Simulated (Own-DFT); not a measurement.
# Strain and stress in hcp Ru, 36 atoms (Ru36)

These are calculations, not measurements. The program, named Own-DFT, is a retired in-house plane-wave density functional code that no person has reviewed. Each row is one single-point run on a periodic cell that was not relaxed, without spin or spin-orbit coupling.

Settings of every run: PBE; PseudoDojo norm-conserving scalar-relativistic files; cutoff 50 hartree; 5 x 5 x 4 k mesh centred on Gamma; cold (Marzari-Vanderbilt) smearing of 0.2 eV.

Known limits: forces on such cells failed a check on a denser k mesh; stress not checked against mesh or cutoff.

Unstrained cell vectors in Å: (8.118, 0.000, 0.000); (-4.059, 7.030, 0.000); (0.000, 0.000, 8.563). The unstrained cell has measured lattice constants (interpolated for alloys), not those of this functional. That, the random moves and any unrelaxed bonds set the pressure at no strain. Each run strains this cell uniformly, with the atoms carried along. Every atom was also moved at random, by a Gaussian of width 0.05 Å on each axis. Strain is the symmetric tensor, in per cent. Stress is positive in tension, and the pressure is minus a third of its trace.

```
run,e_xx (%),e_yy (%),e_zz (%),e_yz (%),e_xz (%),e_xy (%),s_xx (GPa),s_yy (GPa),s_zz (GPa),s_yz (GPa),s_xz (GPa),s_xy (GPa),P (GPa),E (meV/atom)
1,2.00,0.74,-0.27,-0.43,-1.62,-0.09,4.27,-0.62,-4.60,-1.50,-5.59,-0.45,0.32,4.1
2,1.32,-1.34,0.63,1.85,-1.42,-0.68,-1.42,-13.13,-5.42,6.89,-4.74,-2.78,6.66,24.5
3,0.02,0.01,1.06,1.06,1.53,-1.93,-5.57,-6.63,-1.71,4.13,5.57,-8.18,4.64,14.4
4,-1.40,0.04,-0.87,1.55,1.85,0.52,-19.57,-13.25,-18.45,6.12,6.94,2.38,17.09,49.3
5,-1.68,0.69,0.06,-0.39,-1.46,0.75,-17.90,-7.15,-10.25,-1.32,-6.07,3.30,11.76,23.6
6,0.99,-0.77,-0.55,1.63,-0.03,1.03,-4.25,-11.44,-10.67,6.41,-0.34,4.35,8.79,0.0
7,0.60,0.44,-1.73,0.87,0.62,1.61,-6.95,-7.93,-17.02,3.44,3.01,5.91,10.63,12.5
8,1.49,-1.16,-0.32,1.12,-0.64,-1.54,-2.07,-12.80,-9.39,4.10,-2.54,-5.77,8.09,9.7
9,-1.83,-1.22,-1.09,0.75,0.77,-0.21,-25.32,-22.59,-23.03,3.29,3.66,-1.31,23.65,56.6
10,-0.92,1.09,-1.67,-1.08,1.51,-0.48,-14.79,-6.39,-19.63,-4.82,6.37,-1.01,13.60,23.3
11,0.96,0.95,-1.93,-1.20,-1.39,0.35,-4.98,-4.26,-18.60,-4.69,-6.07,1.20,9.28,23.8
12,-0.63,1.85,-0.90,1.33,1.06,-0.50,-9.81,-0.62,-12.36,4.99,4.25,-1.85,7.60,18.8
13,-0.73,-1.70,1.31,-0.85,-0.34,-1.33,-13.95,-18.45,-4.14,-3.32,-0.76,-6.49,12.18,27.0
14,-0.01,0.05,-1.74,-1.79,1.07,-1.15,-11.83,-11.35,-21.16,-7.80,4.19,-5.24,14.78,34.7
15,0.09,-1.43,-1.84,1.78,-1.78,0.86,-13.51,-21.30,-24.74,8.15,-7.63,3.10,19.85,41.6
16,1.54,-0.13,-1.84,-0.47,1.45,1.36,?,?,?,?,?,?,?,?
```

E is the free energy for each atom above the lowest run shown.

## Worked fit

Each stress component was fitted by least squares to a constant and the strains of the runs shown, as fractions, with shears doubled. Shear strains stay in the fit of a normal stress only where such slopes are resolved. The slopes, in GPa:

```
stress,at no strain,per e_xx,per e_yy,per e_zz,scatter
s_xx,-8.4,633 ± 14,199 ± 17,196 ± 17,0.63
s_yy,-8.6,216 ± 11,627 ± 13,190 ± 13,0.49
s_zz,-8.7,224 ± 19,213 ± 22,692 ± 22,0.84
```

Each shear stress against twice its own strain: yz 203 ± 5, xz 202 ± 9, xy 196 ± 11 GPa. These are stiffnesses along x, y and z of the frame in which the cell vectors are given, which need not be the crystal's axes. The atoms are held to the strained lattice; where symmetry lets them move under strain, relaxing them would lower some slopes. The table should be nearly symmetric about its diagonal, and what it lacks of that shows the noise. A ninth of its sum, 354 ± 7 GPa, estimates the bulk modulus near the mean pressure of these runs, 11.3 GPa, so it lies above the value at zero pressure.

## Withheld run

Question: what normal stresses and pressure should run 16 give?

The fit gives s_xx = -2.5, s_yy = -9.6, s_zz = -18.2 and P = 10.1 GPa. The calculation gave -1.81, -8.85, -16.70 and P = 9.12 GPa.
